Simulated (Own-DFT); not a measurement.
GaP (zincblende, atoms displaced) (calculated)

All values are calculated (Own-DFT development build). A calculation, not a measurement: plane-wave PBE density functional theory by an unreviewed code, no spin, of a simulated periodic cell, stress positive in tension, free energy of the whole cell less one offset for each atom, forces on such cells passed a denser k mesh, this cell's mesh not checked; offsets are fitted by least squares, one for each functional and potential file, so energies compare only between cells with the same atoms and settings and are not formation energies; the far tail of each file's local potential was reset to the Coulomb form; each entry is a single point on an unrelaxed cell, so the pressure reflects the starting lattice, mostly measured values (interpolated for alloys), from which strain is counted, and rises with the displacements; printed positions are rounded, which can move forces by about a meV/angstrom; the program, named Own-DFT, is a retired in-house code; no spin-orbit coupling.

Settings shared by all entries: functional PBE; potential files PseudoDojo norm-conserving, scalar-relativistic, standard set; wave cutoff 42 hartree; occupations Fermi-Dirac; smearing width 0.1 eV; hardware one NVIDIA H200; k mesh 2 x 3 x 3 centred on Gamma.

(1) 
```xyz
96
Lattice="16.3515 0.0000 0.0000 0.0000 10.9010 0.0000 0.0000 0.0000 10.9010" Properties=species:S:1:pos:R:3:force_x:R:1:force_y:R:1:force_z:R:1 formula=GaP free_energy_of_cell_above_offsets=-50.768 pressure=3.15 stress_xx=-3.16 stress_yy=-3.11 stress_zz=-3.19 stress_yz=-0.04 stress_xz=-0.39 stress_xy=0.61 wall_time=944.6
Ga    16.3455     0.0240    10.8538      0.037       0.11      0.889
Ga     0.0065     2.7156     2.6869     -0.285      0.043      0.446
Ga     2.6755    10.8455     2.7387        0.4       0.21      -0.11
Ga     2.7655     2.7327    10.8598      -0.16     -0.481      0.756
P      1.3660     1.3405     1.3986      0.198      0.226      -0.71
P      1.3584     4.1450     4.0899     -0.169     -0.386      -0.38
P      4.0747     1.3172     4.1103     -0.056      0.402     -0.395
P      4.0849     4.1350     1.3481      0.894     -1.173     -0.497
Ga     0.0787    10.8660     5.3978     -0.831      0.769      0.669
Ga     0.0048     2.6570     8.1751      0.107      0.089      0.511
Ga     2.6866    10.8966     8.2662      0.236     -0.287     -1.005
Ga     2.7599     2.7899     5.4188     -0.466     -0.473      0.161
P      1.4004     1.3849     6.8388      0.125      -0.31     -0.668
P      1.3773     4.0675     9.5841      0.133     -0.288     -1.078
P      4.0568     1.3174     9.5318      0.983      0.514      0.294
P      4.0490     4.1622     6.7900       0.79     -0.577       0.13
Ga    16.3442     5.3677    10.8321      0.086      0.848      0.673
Ga     0.0660     8.1553     2.7325     -0.301     -0.382     -0.468
Ga     2.8008     5.3913     2.6512     -0.915      1.144      0.906
Ga     2.8214     8.1650    10.8761     -1.187      0.301      0.376
P      1.4250     6.7982     1.2931     -0.449     -0.243      0.323
P      1.3679     9.4975     4.1135     -0.107       0.22     -0.653
P      4.1076     6.7945     4.1088     -0.224      0.378     -0.471
P      4.0614     9.4745     1.3763      0.408      0.748      0.206
Ga    16.2631     5.3897     5.4972      1.014      1.231     -0.686
Ga     0.0141     8.2043     8.2080      0.162     -0.218     -0.284
Ga     2.7804     5.4428     8.1967     -0.807      0.486      0.217
Ga     2.6867     8.2391     5.4214       0.92     -1.022      0.484
P      1.4135     6.8189     6.7863      -0.66      -0.06      0.398
P      1.3621     9.5703     9.6226      0.253     -0.777     -0.497
P      4.0841     6.8476     9.5809      0.576     -0.605     -1.035
P      4.1267     9.5161     6.7710      -0.72      0.457      0.477
Ga     5.4854    10.8536     0.0473     -0.586      -0.25     -0.662
Ga     5.4504     2.7701     2.7919     -0.622       -0.8     -0.885
Ga     8.2098     0.0172     2.7571     -0.061      0.452     -0.254
Ga     8.1960     2.7731    10.8949     -0.612     -0.694     -0.137
P      6.7504     1.3566     1.3292      0.893      0.466      0.686
P      6.8234     4.0063     4.0949      0.021        1.3      0.141
P      9.5721     1.4143     4.1467     -0.332     -0.064     -0.323
P      9.5689     3.9458     1.4224     -0.475      1.546     -0.493
Ga     5.4568    10.8938     5.4287      0.634     -0.054      0.289
Ga     5.4468     2.8256     8.1957     -0.745     -1.005     -0.372
Ga     8.2890     0.0370     8.1548     -1.368     -1.127     -0.288
Ga     8.1781     2.7969     5.4571      0.286     -0.728      1.125
P      6.7915     1.3466     6.9220      0.193      0.464     -1.005
P      6.7645     4.1027     9.5410      1.087      0.068     -0.162
P      9.4746     1.3596     9.4856      1.159      0.564      1.167
P      9.5766     4.2051     6.8543     -1.084     -1.825      1.031
Ga     5.4518     5.4183    10.8156     -0.086      0.831      1.188
Ga     5.4733     8.1633     2.6810     -0.296      -0.13      0.713
Ga     8.1927     5.4378     2.7464     -0.184     -0.379     -0.209
Ga     8.2307     8.2663     0.0154     -0.307      -1.09      0.108
P      6.8055     6.7974     1.4155       0.57     -0.277     -1.122
P      6.8816     9.5031     4.0440     -0.826       0.44       0.13
P      9.5773     6.7489     4.0895     -0.259      0.468     -0.313
P      9.5670     9.5207     1.4259     -0.131      0.128      0.085
Ga     5.4652     5.4552     5.4368      0.026     -0.186     -0.115
Ga     5.4264     8.1697     8.1422     -0.035     -0.106       0.21
Ga     8.0521     5.5445     8.1327      1.295     -0.898      1.087
Ga     8.1793     8.1386     5.3613      0.135     -0.079      0.781
P      6.7832     6.7918     6.8304     -0.254      0.994     -1.154
P      6.8069     9.4583     9.5239      0.388      0.952     -0.158
P      9.5581     6.7579     9.5714     -0.622      0.073      0.208
P      9.5505     9.5334     6.7731     -0.057     -0.796      0.405
Ga    10.8437    10.8831     0.0477      0.279      0.201     -0.418
Ga    10.9273     2.7366     2.7305      0.773     -1.013      0.597
Ga    13.6221    10.8473     2.7017      0.021     -0.367      0.084
Ga    13.6494     2.7787    10.8376      0.027     -1.555      0.497
P     12.2731     1.2693     1.4118     -0.139      1.199      -0.87
P     12.2873     4.0904     4.1127     -0.933      0.248      0.097
P     14.9470     1.2725     4.0225      0.349      1.071      0.987
P     14.9756     4.0646     1.2867      0.056      0.343      1.013
Ga    10.8607    10.8885     5.4486      0.615      0.118     -0.051
Ga    10.9982     2.6354     8.1966     -0.901       0.84      0.144
Ga    13.6549    10.8826     8.0569     -0.664     -0.323      1.526
Ga    13.5563     2.8042     5.5087      1.223     -0.864     -0.114
P     12.2993     1.3358     6.8620     -0.464      0.028     -1.215
P     12.3194     4.0478     9.5336     -0.952      0.669     -0.031
P     14.9583     1.2528     9.4979     -0.037      1.062      0.079
P     15.0709     4.1028     6.8693     -1.471     -0.583      0.326
Ga    10.9072     5.4240     0.0981      0.074     -0.335     -0.439
Ga    10.9549     8.1479     2.7554      -0.77     -0.558     -0.495
Ga    13.5379     5.4385     2.7322       1.19     -0.022     -0.061
Ga    13.6576     8.2433    10.8687      0.259     -0.577      0.447
P     12.2890     6.8116     1.3990     -0.085      0.302     -0.697
P     12.1969     9.5008     4.0250      0.718      0.812      0.974
P     14.9564     6.8425     4.0944       0.38     -0.719     -0.336
P     15.0398     9.5557     1.3736     -0.007     -0.367     -0.111
Ga    10.7889     5.4145     5.4940      1.589      0.558     -0.679
Ga    10.9095     8.0548     8.1873     -0.407      1.106      0.385
Ga    13.5564     5.4816     8.1510      0.822      -0.09      0.244
Ga    13.5997     8.1804     5.3828     -0.178      0.259      0.806
P     12.2058     6.8067     6.8285      0.598     -0.189     -1.122
P     12.2297     9.5014     9.5742     -0.056      0.545     -0.824
P     15.0156     6.7962     9.5481     -0.469      0.151     -0.299
P     14.9691     9.5814     6.8316      0.829     -1.103     -1.128
```

Units: free_energy_of_cell_above_offsets in eV; pressure, stress_xx, stress_yy, stress_zz, stress_yz, stress_xz, stress_xy in GPa; wall_time in s; force_x, force_y, force_z in eV/Å.

(2) 
```xyz
96
Lattice="16.3515 0.0000 0.0000 0.0000 10.9010 0.0000 0.0000 0.0000 10.9010" Properties=species:S:1:pos:R:3:force_x:R:1:force_y:R:1:force_z:R:1 formula=GaP free_energy_of_cell_above_offsets=-50.148 pressure=3.23 stress_xx=-3.14 stress_yy=-3.28 stress_zz=-3.28 stress_yz=0.83 stress_xz=0.62 stress_xy=-0.22 wall_time=908.8
Ga    16.2766    10.8755     0.0519      0.473      0.403     -0.526
Ga    16.3459     2.6829     2.7558      0.235       0.52     -0.512
Ga     2.6699    10.8438     2.7668      1.127      1.075     -0.806
Ga     2.6543     2.6978     0.0111      0.808      0.909     -0.782
P      1.3930     1.4085     1.3491     -0.817     -1.186      0.525
P      1.3213     4.1660     3.9954      0.087     -0.543      1.163
P      4.1195     1.4132     4.0572     -0.496     -0.706       0.28
P      4.0902     4.0699     1.3498     -0.023     -0.009     -0.288
Ga    16.3296     0.0060     5.4976      0.314      0.431      0.107
Ga    16.3147     2.6131     8.2172      0.607      1.967     -0.676
Ga     2.7026     0.0183     8.2159      0.852      0.039     -0.006
Ga     2.7332     2.7670     5.4065     -0.587     -0.249     -0.221
P      1.3933     1.3658     6.9141     -0.184      0.248     -1.405
P      1.3520     4.1886     9.4970     -0.418     -1.749      0.389
P      4.1234     1.4073     9.5276      -0.76     -0.644      0.408
P      4.0714     4.0704     6.7660      0.213       0.26      0.594
Ga     0.1312     5.5409    10.8947     -0.948     -0.761      0.686
Ga    16.2937     8.2188     2.7686      1.321      0.102     -0.785
Ga     2.7259     5.4209     2.6706       0.79     -0.053      0.521
Ga     2.7210     8.1196    10.8901      0.088      1.128      -0.22
P      1.4793     6.7949     1.3886     -1.358      1.058      0.174
P      1.3399     9.6103     4.0843     -0.388     -0.981       0.79
P      4.1025     6.8207     4.0562     -1.127      0.189      0.196
P      4.1205     9.5358     1.3698     -0.795     -0.212     -0.052
Ga     0.0121     5.4757     5.5446     -0.148     -0.295     -0.663
Ga     0.0066     8.1300     8.0769     -0.493      0.647      0.835
Ga     2.6274     5.4066     8.1182      1.665      0.479      0.238
Ga     2.6852     8.2049     5.5219      0.357     -0.024     -1.404
P      1.4168     6.8491     6.8191     -0.614     -0.477     -0.312
P      1.3398     9.5798     9.4510     -0.443      -0.81      1.212
P      4.0759     6.8112     9.5836      0.532     -0.718      -0.95
P      4.0329     9.4851     6.8375      0.534      0.832      0.167
Ga     5.4232    10.8493    10.8611      0.174      0.413      0.157
Ga     5.4585     2.7836     2.7242     -0.423     -0.643     -0.453
Ga     8.1020    10.8468     2.7527      0.888      0.531     -0.503
Ga     8.2513     2.7793     0.0662     -0.854     -0.655      -0.19
P      6.7418     1.3176     1.4159      0.685      0.341     -0.745
P      6.8203     4.0454     4.0221     -0.533     -0.079      1.898
P      9.5426     1.3400     4.0967      -0.23     -0.173     -0.303
P      9.6382     4.0966     1.3879     -2.058      1.196      -0.46
Ga     5.4157    10.8448     5.4403     -0.324      0.543      0.181
Ga     5.4621     2.7005     8.2099     -0.754     -0.019     -1.119
Ga     8.0687    10.8435     8.1797      0.536      0.671      0.071
Ga     8.1815     2.6792     5.4526      0.268      0.484      0.236
P      6.7658     1.3740     6.8258       0.15     -0.378     -0.247
P      6.7143     3.9987     9.5146      1.806      0.995      0.638
P      9.5098     1.3570     9.5542     -0.595     -0.059     -0.319
P      9.6480     4.1427     6.8182     -1.524     -0.933      0.346
Ga     5.5432     5.4089     0.0276      -1.18      0.136      -0.38
Ga     5.4260     8.1466     2.7293      0.388      0.416     -0.134
Ga     8.0655     5.3833     2.7933      1.575      0.957     -0.934
Ga     8.2046     8.1919    10.8786     -0.147     -0.385      0.269
P      6.7899     6.7719     1.3762      0.781      0.513      -0.02
P      6.8116     9.5587     4.0944      -0.54      -0.95      0.132
P      9.5731     6.8035     4.0712     -1.354     -0.755      0.919
P      9.5756     9.5143     1.3563     -0.761      0.216      0.263
Ga     5.3675     5.4975     5.4193      0.407     -0.885     -0.193
Ga     5.4847     8.1497     8.1215     -1.117     -0.329      0.485
Ga     8.1335     5.4414     8.1610      0.063     -0.211     -0.004
Ga     8.0337     8.0880     5.4520      1.628      0.969     -0.542
P      6.7378     6.8142     6.7444      0.218     -1.001      0.833
P      6.7660     9.4592     9.4961      0.276       0.34       0.55
P      9.5716     6.8050     9.5204      -0.92     -0.115      0.057
P      9.4897     9.5925     6.8132     -0.344     -1.299      0.138
Ga    10.8349     0.0493     0.0146      0.613     -0.536     -0.263
Ga    10.7780     2.7297     2.6292      1.369     -0.798      1.784
Ga    13.6439    10.8789     2.6997     -0.626      0.773      1.034
Ga    13.5450     2.7017    10.8798      0.562     -0.225      0.781
P     12.1860     1.3266     1.4242      0.656      0.227     -0.484
P     12.1808     4.1104     4.1275       0.91     -0.643     -1.277
P     15.0350     1.3961     4.1057     -0.629     -0.736      0.038
P     14.9738     4.0163     1.3974      0.202      0.684      -0.58
Ga    10.8657    10.8126     5.4400      0.738       0.77      0.114
Ga    10.8892     2.6602     8.1813       0.29      0.383      0.186
Ga    13.6750     0.0161     8.1056     -0.134     -0.008      0.806
Ga    13.6116     2.7286     5.3916     -0.307      0.116      0.431
P     12.3053     1.3468     6.8701     -0.634      0.002     -1.296
P     12.3024     4.0300     9.5418     -1.081      1.119     -0.305
P     14.9806     1.4233     9.4903     -0.783     -1.425      1.413
P     14.9107     4.1021     6.8207      0.618     -0.169      0.066
Ga    10.8393     5.4780     0.0211      1.534     -0.018     -0.168
Ga    10.8233     8.1421     2.7891      0.796      0.546     -0.698
Ga    13.7054     5.4892     2.7951     -0.958     -0.759     -0.758
Ga    13.5721     8.2541    10.8783      0.399     -0.672      0.165
P     12.2634     6.8857     1.4264      0.045     -0.655      -0.45
P     12.2591     9.4965     4.0710     -0.018      0.219      0.124
P     15.0792     6.8225     4.0096     -0.522      -0.16        1.9
P     14.9272     9.5438     1.4437      0.588     -0.375     -1.129
Ga    10.9271     5.4030     5.4537     -0.092      1.183      0.069
Ga    10.8860     8.1427     8.1802       0.02      1.058     -0.136
Ga    13.5570     5.5320     8.1407      0.698     -0.702      0.886
Ga    13.6383     8.1636     5.4367     -0.103     -0.272     -0.384
P     12.2365     6.8443     6.8345      0.012      0.059     -0.801
P     12.2967     9.5844     9.4999     -0.655       0.22      0.014
P     15.0541     6.7984     9.5793      -0.79      0.631     -0.414
P     14.9364     9.5495     6.7743      0.691     -0.558      0.023
```

Units: free_energy_of_cell_above_offsets in eV; pressure, stress_xx, stress_yy, stress_zz, stress_yz, stress_xz, stress_xy in GPa; wall_time in s; force_x, force_y, force_z in eV/Å.
